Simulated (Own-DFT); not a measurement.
# Biaxial strain at fixed height in wurtzite GaN, 72 atoms (Ga36N36)

No measurement is shown. These are fixed-geometry runs of a retired plane-wave code named Own-DFT, which no person has reviewed; spin and spin-orbit coupling are neglected.

Common settings: PBE; PseudoDojo norm-conserving scalar-relativistic files; cutoff 42 hartree; 4 x 4 x 3 k mesh centred on Gamma; Fermi-Dirac smearing of 0.1 eV.

Limits: forces not confirmed at this smearing and k mesh; stress not checked against mesh or cutoff.

Unstrained cell vectors in Å: (9.567, 0.000, 0.000); (-4.784, 8.285, 0.000); (0.000, 0.000, 10.370). The unstrained cell has measured lattice constants (interpolated for alloys), not those of this functional. That, the random moves and any unrelaxed bonds set the pressure at no strain. Each run strains x and y alike by e, as a substrate would, and holds the height along z. Each coordinate of each atom was shifted by a normal deviate of width 0.05 Å. Stress is positive in tension.

```
e (%)  u (Å)  (s_xx + s_yy)/2 (GPa)  s_zz (GPa)
-3.00  0.051                 -26.61      -12.91
-0.25  0.051                  -8.35       -8.65
 0.25  0.048                  -6.68       -6.13
 1.00  0.049                  -2.69       -5.54
 1.50  0.048                  -0.04       -5.55
 2.00  0.052                   2.27       -5.91
 2.25  0.045                   3.50       -4.31
 2.50  0.052                   4.10       -4.54
 2.75  0.053                      ?           ?
 3.00  0.048                   6.10       -2.48
```

## Working it out

With e as a fraction, the in-plane stress is -7.6 + 545 e - 2948 e² GPa (errors 7 and 359, scatter 0.36), and s_zz is -7.8 + 157 e GPa (slope ± 16, scatter 0.83). At e = 0 the first slope is C11 + C12 and the second 2 C13, both with the ions held to the strained lattice and at the cell's own pressure. The term in e² is negative: the layer stiffens under compression and softens under tension. A free layer would change its height as e changes, and the in-plane slope would drop by 2 C13²/C33 to the biaxial modulus. At fixed height, a misfit of 1 % moves the in-plane stress by about 5.5 GPa and s_zz by 1.6 GPa.

## Withheld run

Question: what are the two stresses at e = 2.75 %?

From the fit: 5.2 and -3.5 GPa. Computed: 5.43 and -6.15 GPa. That is outside the usual scatter, by luck or through something left out of the fit.
